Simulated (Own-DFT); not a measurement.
Hf₃₆O₇₁ (tetragonal hafnia with one neutral oxygen vacancy, atoms displaced) (calculated)

Computed with Own-DFT development build. A calculation, not a measurement: plane-wave PBE and HSE06 DFT by an unreviewed code, no spin, of a simulated cell at Gamma alone, so results move with cell size and shape, stress positive in tension, energies less offsets, not probed for a lower state with spin; hafnium file: forces about 75 meV/angstrom off all-electron values; oxygen file: force components 24 meV/angstrom off all-electron in a glass; k mesh not checked against a denser one; forces and stress are PBE's, HSE06 gives the energy alone, and its difference from PBE has offsets of its own; offsets are fitted by least squares, one for each functional and potential file, so energies compare only between cells with the same atoms and settings and are not formation energies; the far tail of each file's local potential was reset to the Coulomb form; each entry is a single point on an unrelaxed cell, so the pressure reflects the starting lattice, taken from the Materials Project, from which strain is counted, and rises with the displacements; printed positions are rounded, which can move forces by about a meV/angstrom; the program is a retired in-house code; no spin-orbit coupling.

Settings shared by all entries: first functional PBE; second functional HSE06; exact exchange share 0.25; screening 0.11 1/bohr; exchange divergence Gygi-Baldereschi; potential files PseudoDojo norm-conserving, scalar-relativistic, made for PBE, standard set; wave cutoff 48 hartree; occupations fixed; k mesh 1 x 1 x 1 centred on Gamma.

(1) 
```xyz
107
Lattice="10.7800 0.0000 0.0000 0.0000 10.7800 0.0000 0.0000 0.0000 10.4493" Properties=species:S:1:pos:R:3:force_x:R:1:force_y:R:1:force_z:R:1 formula=Hf36O71 PBE_energy_of_cell_above_offsets=-98.126 HSE06_less_PBE_above_offsets=-0.005 PBE_pressure=1.97 PBE_stress_xx=-1.32 PBE_stress_yy=-2.1 PBE_stress_zz=-2.49 PBE_stress_yz=0.38 PBE_stress_xz=-0.44 PBE_stress_xy=0.01
Hf    10.7741     0.0341     0.0574      -0.62      0.305     -0.804
Hf     1.8620     1.7913     2.6557     -0.954     -0.313     -0.091
O      0.0584     1.7899     1.5056     -0.575     -0.658       1.14
O      1.7471    10.6757     3.6078      0.305      2.628      0.933
O      0.0503     1.8050     4.1437      0.213      0.502      0.612
O      1.7860    10.7067     1.0435      0.303      0.203     -0.571
Hf     0.0080     0.0994     5.2751     -0.408     -1.681     -0.096
Hf     1.7455     1.8272     7.8517     -0.383      0.469     -0.244
O     10.6720     1.7395     6.9219      1.804      0.257     -1.624
O      1.7489     0.0427     8.7792      0.444      0.567      1.613
O      0.0233     1.8362     9.4469     -0.569     -0.443      0.166
O      1.7961    10.7464     6.2691     -0.487      0.545     -0.659
Hf     0.0148     3.6358     0.0115     -0.317     -0.388     -0.634
Hf     1.7284     5.3654     2.5834      0.886      1.553      0.134
O     10.7296     5.4061     1.5678      1.559       0.27     -0.188
O      1.8911     3.5479     3.7139     -0.529      0.722     -0.742
O      0.0089     5.4188     4.1559      0.273     -0.367      -0.33
O      1.7151     3.5930     1.1236      1.762      0.108       -0.2
Hf     0.0308     3.6254     5.1486      0.111      0.691      1.681
Hf     1.8333     5.4721     7.8420     -1.377     -0.375     -0.243
O     10.7551     5.2764     6.7674     -0.029      0.295      0.431
O      1.7975     3.5728     8.8503      0.073      0.501      0.512
O     10.7635     5.4065     9.4017      0.169     -0.018      0.004
O      1.8741     3.5973     6.2410       -1.9     -0.262     -0.064
Hf    10.7412     7.1883    10.3711      0.903      0.473      0.459
Hf     1.7878     9.0572     2.5540      0.402     -2.689     -0.004
O      0.0012     8.9285     1.5257      -0.38      0.501     -0.174
O      1.8823     7.2496     3.6210     -0.626     -0.686     -0.224
O     10.7431     8.9863     4.2260     -0.183      0.961     -0.715
O      1.8183     7.1850     1.0644     -0.217     -0.291     -1.089
Hf    10.7176     7.2676     5.1904      1.666      0.011       1.01
Hf     1.7388     9.0793     7.8734      0.545     -1.865     -1.171
O      0.0156     8.9957     6.7536     -0.772      0.215      0.475
O      1.8539     7.1855     8.8665     -0.276      0.785      0.552
O      0.0314     9.0272     9.3448     -0.128     -0.453      0.947
O      1.7929     7.1575     6.3091     -0.808     -0.176     -0.949
Hf     3.6069     0.0330     0.0292      0.219     -1.116     -0.052
Hf     5.3585     1.8725     2.6246      1.388     -2.517      0.459
O      3.5989     1.6884     1.5742     -0.592      0.592     -0.035
O      5.3900     0.0680     3.6405     -0.293     -0.719      -0.63
O      3.6376     1.7889     4.2602      -0.57       0.04     -0.707
O      5.4185    10.7783     0.9479     -0.555      0.144      0.184
Hf     3.6152    10.7741     5.2967      0.992      -0.77     -0.085
Hf     5.2727     1.6994     7.9341      0.958       3.19     -3.788
O      3.4923     1.7862     6.8237      1.257     -0.113     -0.006
O      5.4100     0.1311     8.8688      0.373     -4.321      1.778
O      3.6377     1.7743     9.3700     -0.531      0.381      1.003
O      5.4334     0.0725     6.2906     -0.811     -0.328      0.062
Hf     3.6521     3.5542    10.4367     -1.814      0.629     -0.573
Hf     5.2962     5.2914     2.5733      2.374      2.773      0.354
O      3.5811     5.3940     1.5716     -0.394     -0.465      0.096
O      5.3421     3.6018     3.5587     -0.252     -0.058      1.093
O      3.5838     5.4322     4.2867     -0.036     -2.074     -1.001
O      5.3623     3.5076     1.0023      0.161      0.177      0.199
Hf     3.5896     3.5982     5.2570      0.341      -0.02      0.031
Hf     5.4176     5.3386     7.8396     -0.853      1.516      0.008
O      3.5613     5.4584     6.9187      1.454     -0.564     -0.708
O      5.3850     3.5874     8.8050     -0.083     -0.289      1.156
O      3.5601     5.3259     9.4740       0.54      0.492      0.196
O      5.4155     3.6278     6.2361     -0.347      0.511     -0.056
Hf     3.7041     7.1753    10.4374     -1.518      0.295     -0.139
Hf     5.2967     8.9233     2.6663       2.23      0.475      1.276
O      3.6368     9.0185     1.6289     -1.072       0.06      -0.84
O      5.3723     7.1165     3.6374     -0.339     -0.005      -0.58
O      3.6751     8.9779     4.2512      0.153      0.631     -0.143
O      5.4397     7.2274     1.0457     -1.181      0.146      0.115
Hf     3.5897     7.1473     5.2093     -0.259      1.561      1.088
Hf     5.4110     9.0081     7.9074     -0.565     -0.326     -1.514
O      3.5682     9.0043     6.8827      0.585      0.587     -0.021
O      5.3571     7.2553     8.8771     -0.396     -1.368      0.072
O      3.6506     9.0174     9.4112     -0.071      0.577      1.042
O      5.3602     7.1992     6.2402       0.81      0.236      0.251
Hf     7.1732     0.0094    10.4369      1.047     -0.571      0.696
Hf     9.0140     1.7882     2.5885     -0.084     -0.183     -0.529
O      7.2248     1.7967     1.6047     -0.092     -0.032      0.138
O      9.0365     0.0647     3.6216     -0.153     -0.774     -0.542
O      7.1227     1.8025     4.2649      0.545       1.24     -0.191
Hf     7.2396    10.7766     5.2414     -1.464     -0.226     -0.615
Hf     8.9446     1.8058     7.8805     -1.283      0.171       0.46
O      7.1757     1.7721     6.8855     -0.078       0.54       0.44
O      8.9529    10.7199     8.8882      0.076      1.701      0.654
O      7.1827     1.8291     9.4886      0.177     -0.666     -0.228
O      8.9488     0.0808     6.2658      1.246     -0.329      0.066
Hf     7.1739     3.5824    10.4328      1.409      1.518      0.394
Hf     9.0881     5.3607     2.6676     -3.095      1.299     -1.394
O      7.1768     5.4445     1.5260     -0.652     -0.948       0.93
O      9.0180     3.6161     3.5544      0.433     -1.134      1.245
O      7.1935     5.3917     4.1355      0.355     -0.644      1.371
O      9.0149     3.7114     0.9595     -0.548      -0.68      0.742
Hf     7.2069     3.6351     5.2828     -0.301     -0.716     -0.837
Hf     8.9525     5.4036     7.8661      0.969     -0.487     -0.276
O      7.1444     5.5115     6.8442      1.179     -0.565     -0.552
O      8.8942     3.6696     8.9497      0.061     -0.731     -1.183
O      7.1307     5.4707     9.4263     -0.407     -1.261      -0.52
O      8.9703     3.6113     6.2599      0.137     -0.139     -0.383
Hf     7.1804     7.1829     0.0443     -0.314      0.013      -0.33
Hf     9.0458     8.9693     2.5462     -1.612      0.508      0.984
O      7.2149     9.0248     1.5997      0.253      0.455     -0.187
O      8.9532     7.2239     3.6266      0.659     -0.699     -0.043
O      7.1700     8.9733     4.2216      0.104      0.146       0.23
O      8.9215     7.1202     0.9360      2.029       0.74      0.875
Hf     7.2524     7.1650     5.2924     -2.049      0.733     -1.652
Hf     8.9451     9.0212     7.8634      0.682     -0.882     -0.787
O      7.2434     9.0181     6.7700     -0.973     -0.067      0.652
O      8.9799     7.1690     8.8321      0.431      0.741      0.041
O      7.1919     8.9601     9.3547      -0.35      0.772      0.506
O      8.9935     7.2707     6.2417      0.475     -0.703      0.383
```

Units: PBE_energy_of_cell_above_offsets, HSE06_less_PBE_above_offsets in eV; PBE_pressure, PBE_stress_xx, PBE_stress_yy, PBE_stress_zz, PBE_stress_yz, PBE_stress_xz, PBE_stress_xy in GPa; force_x, force_y, force_z in eV/Å.

(2) 
```xyz
107
Lattice="10.7800 0.0000 0.0000 0.0000 10.7800 0.0000 0.0000 0.0000 10.4493" Properties=species:S:1:pos:R:3:force_x:R:1:force_y:R:1:force_z:R:1 formula=Hf36O71 PBE_energy_of_cell_above_offsets=-86.571 HSE06_less_PBE_above_offsets=0.599 PBE_pressure=5.12 PBE_stress_xx=-5.93 PBE_stress_yy=-5.09 PBE_stress_zz=-4.33 PBE_stress_yz=0.44 PBE_stress_xz=-0.53 PBE_stress_xy=0.15
Hf    10.7070     0.0499    10.4096      0.618     -1.452     -0.004
Hf     1.7671     1.8930     2.6644      0.391      -0.32      0.277
O     10.6911     1.7993     1.6312      4.547     -0.114     -1.912
O      1.8346    10.6232     3.5229     -1.075      5.084      2.424
O     10.6898     1.7667     4.1272      1.223      -0.97      0.535
O      1.8658    10.7515     0.9866     -2.807      0.414      1.088
Hf     0.0180    10.7019     5.1266     -2.223      1.938      0.131
Hf     1.8663     1.7662     7.8594     -1.031      2.625     -1.325
O      0.0590     1.9208     6.8593     -1.738     -0.621     -0.568
O      1.7021     0.1204     8.8656      0.313     -2.466      0.392
O     10.7568     1.8201     9.4505     -0.513      0.061      1.094
O      1.8026     0.1030     6.2692     -1.443      -1.72     -1.114
Hf    10.7500     3.6761     0.0294     -0.185     -0.573     -1.547
Hf     1.7976     5.4603     2.5726      1.555     -0.491      2.949
O      0.2049     5.4412     1.4937     -2.529     -0.566      -0.49
O      1.6920     3.6005     3.7484      0.138     -0.006     -2.534
O     10.6954     5.3868     4.2402       0.44      1.294     -1.466
O      1.8108     3.5412     0.9755     -1.077     -0.133      1.296
Hf    10.7628     3.4775     5.2510      2.741      2.248      1.075
Hf     1.9151     5.4523     7.9166     -0.776      0.099     -1.848
O      0.0061     5.3175     6.6656     -1.716      0.939      3.264
O      1.6840     3.6629     8.7836      0.006      0.003       1.78
O      1.7686     3.7157     6.2363      0.877     -0.293      -0.72
Hf     0.0960     7.1092     0.0056     -1.917      2.017     -0.723
Hf     1.8395     8.9686     2.6827      -0.66     -2.274     -2.707
O      0.0468     8.8669     1.6447     -0.228      0.707      0.245
O      1.8492     7.2448     3.8083     -0.947     -1.448     -1.854
O     10.6833     8.8933     4.1844      0.228      2.788      -0.25
O      1.7495     7.3207     1.0943      2.021     -1.439      0.687
Hf    10.7686     7.2901     5.1600      1.044     -5.476      2.424
Hf     1.6599     9.0270     7.6811      6.597     -0.252      4.763
O      0.0392     8.9599     6.9240     -3.608      0.275     -5.335
O      1.8272     7.3586     8.8966     -1.186     -2.495      0.356
O     10.7528     8.9265     9.3340      0.133      0.984      1.444
O      1.8323     7.1689     6.2736     -1.565      1.157      0.147
Hf     3.4816     0.0440     0.0357      3.664     -1.495     -2.683
Hf     5.3363     1.7147     2.6202       1.64      1.762      -0.83
O      3.6057     1.9230     1.6227     -1.134     -0.593     -0.566
O      5.4175     0.1251     3.6631     -0.513     -3.575      0.992
O      3.6667     1.8383     4.2816      -0.68     -0.913     -1.524
O      5.4092    10.7192     1.0378     -1.907      0.991      0.889
Hf     3.5937    10.7305     5.3070      1.741      2.025      0.686
Hf     5.4346     1.8470     7.9563      0.073       -3.3     -1.462
O      3.4211     1.8098     6.6740      2.984     -0.302      1.107
O      5.4118     0.0233     9.0051     -1.123      0.407      -1.55
O      3.5638     1.8999     9.3010     -0.354     -1.206      1.225
O      5.5290     0.0001     6.3752     -2.029      -0.12     -0.829
Hf     3.5297     3.5440     0.0181      2.246      1.769      -0.94
Hf     5.3211     5.3329     2.6534       2.07      2.016     -0.471
O      3.7617     5.3286     1.5337     -4.034      0.879     -0.529
O      5.2894     3.6847     3.5170     -0.002     -3.608      1.806
O      3.5791     5.3843     4.1387      -0.18      1.535     -0.481
O      5.4489     3.5971     1.0881     -0.974     -0.551     -1.307
Hf     3.7381     3.7119     5.1795     -3.373     -1.246      1.082
Hf     5.4829     5.3511     7.7886     -6.266      0.846      2.033
O      3.5441     5.4301     6.8272      1.684     -0.358     -0.192
O      5.3288     3.5283     8.8862      0.622      2.188      0.417
O      3.6792     5.4978     9.4307     -1.826     -1.664      1.228
O      5.3759     3.7101     6.1737      1.532     -1.001      0.924
Hf     3.5550     7.2312     0.1858      1.497      0.802     -3.458
Hf     5.3843     8.9009     2.6114      2.789      1.434     -0.504
O      3.6930     8.9848     1.6756      -2.45     -0.226     -0.469
O      5.3119     7.2156     3.6705      0.095     -0.444     -0.124
O      3.4180     8.9796     4.2484      1.445      1.786      -0.65
O      5.4486     7.3228     1.0864     -0.475     -0.245     -0.367
Hf     3.5838     7.3244     5.2240      0.624     -2.928      1.602
Hf     5.4898     8.9174     7.8526       0.28       1.43      0.835
O      3.6157     8.9813     6.7885     -0.009      0.594     -0.441
O      5.2365     7.1303     8.8171      2.024       1.05      0.518
O      3.5156     8.9592     9.4197      0.544      1.275       1.76
O      5.3878     7.1201     6.2236      1.517      0.681      -0.12
Hf     7.1723    10.7781     0.0306      -0.54     -0.035      0.247
Hf     9.0849     1.8553     2.5325     -4.548     -0.726      2.486
O      7.2535     1.7196     1.5291     -0.521      0.563      1.059
O      8.9981     0.0579     3.6472      0.569     -1.167     -0.308
O      7.2436     1.7351     4.3163     -0.428      2.889     -1.322
O      9.0329    10.6595     1.0830      0.752      0.868     -0.843
Hf     7.1877     0.0297     5.2047     -0.078     -1.311      0.106
Hf     8.9277     1.8044     7.8646       1.51     -2.675     -0.554
O      7.2989     1.8187     6.8288     -2.502       1.12      0.265
O      8.8729    10.6727     8.8589      1.693      4.418      1.297
O      7.0898     1.7779     9.4129      0.697      1.279     -0.278
O      8.8299     0.0527     6.2687      4.439      -0.46     -0.083
Hf     7.1127     3.6373     0.0161      0.167     -1.439      0.812
Hf     8.9282     5.4663     2.6852      0.291     -2.382      -2.36
O      7.1592     5.3396     1.4267       0.47      1.052      1.119
O      8.9623     3.7249     3.6506      0.393     -2.429     -0.554
O      7.1577     5.1993     4.0955      0.243      4.158     -0.214
O      8.9680     3.5578     1.0119      0.581      0.668      -0.21
Hf     7.3223     3.6167     5.1898     -2.717     -2.682     -0.213
Hf     8.9547     5.2410     7.8261      1.783      1.944     -0.679
O      7.0172     5.2735     6.8417      6.685      0.326     -2.555
O      8.9965     3.4726     8.8648     -0.138       2.98      0.267
O      7.1011     5.4109     9.3985       0.25     -2.459     -1.714
O      8.9504     3.6271     6.1454      1.086      0.427      2.623
Hf     7.1202     7.0450    10.3710      1.595      3.863      0.884
Hf     8.8844     8.9205     2.5328      1.201      1.899     -0.554
O      7.2560     9.1015     1.4780     -1.813     -0.871      1.184
O      8.9495     7.1070     3.5960     -0.517      1.877      1.895
O      7.2694     8.9369     4.1010     -0.352     -0.323      0.904
O      9.0122     7.2492     1.0657      -0.37     -1.229     -0.768
Hf     7.3386     7.1451     5.2033     -3.299      0.926     -0.437
Hf     9.0880     9.0689     7.8767     -2.651      -2.06      0.652
O      7.3416     9.0120     6.9286     -2.575     -1.081     -1.717
O      8.7518     7.3129     8.8481      0.686     -2.835     -0.216
O      7.2061     9.1694     9.3794     -1.566     -3.502       0.21
O      8.9191     7.2417     6.2353      2.137     -0.806     -0.006
```

Units: PBE_energy_of_cell_above_offsets, HSE06_less_PBE_above_offsets in eV; PBE_pressure, PBE_stress_xx, PBE_stress_yy, PBE_stress_zz, PBE_stress_yz, PBE_stress_xz, PBE_stress_xy in GPa; force_x, force_y, force_z in eV/Å.
